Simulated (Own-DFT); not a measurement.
# Which defects push the lattice out? 2H SiC

Calculated, not measured: single-point runs of Own-DFT, a retired in-house plane-wave DFT program that no person has reviewed, on unrelaxed cells, without spin or spin-orbit coupling.

Settings: PBE; PseudoDojo norm-conserving scalar-relativistic files; cutoff 42 hartree; 4 x 4 x 3 k mesh centred on Gamma; Fermi-Dirac smearing of 0.1 eV.

Keep in mind (not all hold for every row): a neutral cation vacancy leaves holes that likely carry spin, which these runs leave out; not probed for a lower state with spin; forces on such cells moved up to 12 meV/angstrom on a denser k mesh; forces on such cells passed a denser k mesh, each cell not checked; stress not checked against mesh or cutoff.

All runs share one cell, with vectors in Å (9.248, 0.000, 0.000); (-4.624, 8.009, 0.000); (0.000, 0.000, 10.068) and a volume of 745.7 Å³. The atoms are randomly displaced, by u rms on each axis. The defect's site can differ from row to row.

| cell | formula | u (Å) | P (GPa) |
|---|---|---|---|
| no defect | C36Si36 | 0.0291 | 3.72 |
| no defect | C36Si36 | 0.0299 | 3.92 |
| no defect | C36Si36 | 0.0559 | 5.81 |
| one Si vacancy | C36Si35 | 0.0492 | 4.61 |
| one Si vacancy | C36Si35 | 0.0519 | 4.84 |
| one Si vacancy | C36Si35 | 0.0524 | 4.57 |
| one Si on a C site | C35Si37 | 0.0300 | 10.15 |
| one Si on a C site | C35Si37 | 0.0324 | 10.75 |
| one Si on a C site | C35Si37 | 0.0495 | 11.40 |
| two Al on a Si site each | Al2C36Si34 | 0.0313 | ? |
| two Al on a Si site each | Al2C36Si34 | 0.0327 | 6.06 |
| two Al on a Si site each | Al2C36Si34 | 0.0472 | 7.31 |
| two Al on a Si site each | Al2C36Si34 | 0.0492 | 6.89 |
| two N on a C site each | C34N2Si36 | 0.0280 | 2.83 |
| two N on a C site each | C34N2Si36 | 0.0306 | 2.97 |
| two N on a C site each | C34N2Si36 | 0.0529 | 4.37 |

## Analysis

P = P0 + c u² + a shift for each defect gives P0 = 3.20 GPa, c = 793 ± 74 GPa/Å² and a scatter of 0.22 GPa. The shifts, and each times the cell's volume:

- one Si on a C site: 6.41 ± 0.18 GPa, 29.8 eV
- two Al on a Si site each: 2.05 ± 0.18 GPa, 9.5 eV (4.8 eV for each of its 2 sites)
- one Si vacancy: -0.60 ± 0.19 GPa, -2.8 eV
- two N on a C site each: -1.00 ± 0.18 GPa, -4.7 eV (-2.3 eV for each of its 2 sites)

Positive is outwards. The product with the volume (160.2 GPa Å³ to the eV) is nearly free of the cell's size; divided by the bulk modulus at the cell's pressure it gives the volume that the defect adds. The atoms around the defects weren't relaxed, which would change these numbers.

## The run left out

Question: what pressure belongs in the blank (two Al on a Si site each, u = 0.0313 Å)?

Estimate: 6.02 ± 0.26 GPa. The run itself gave 5.97 GPa.
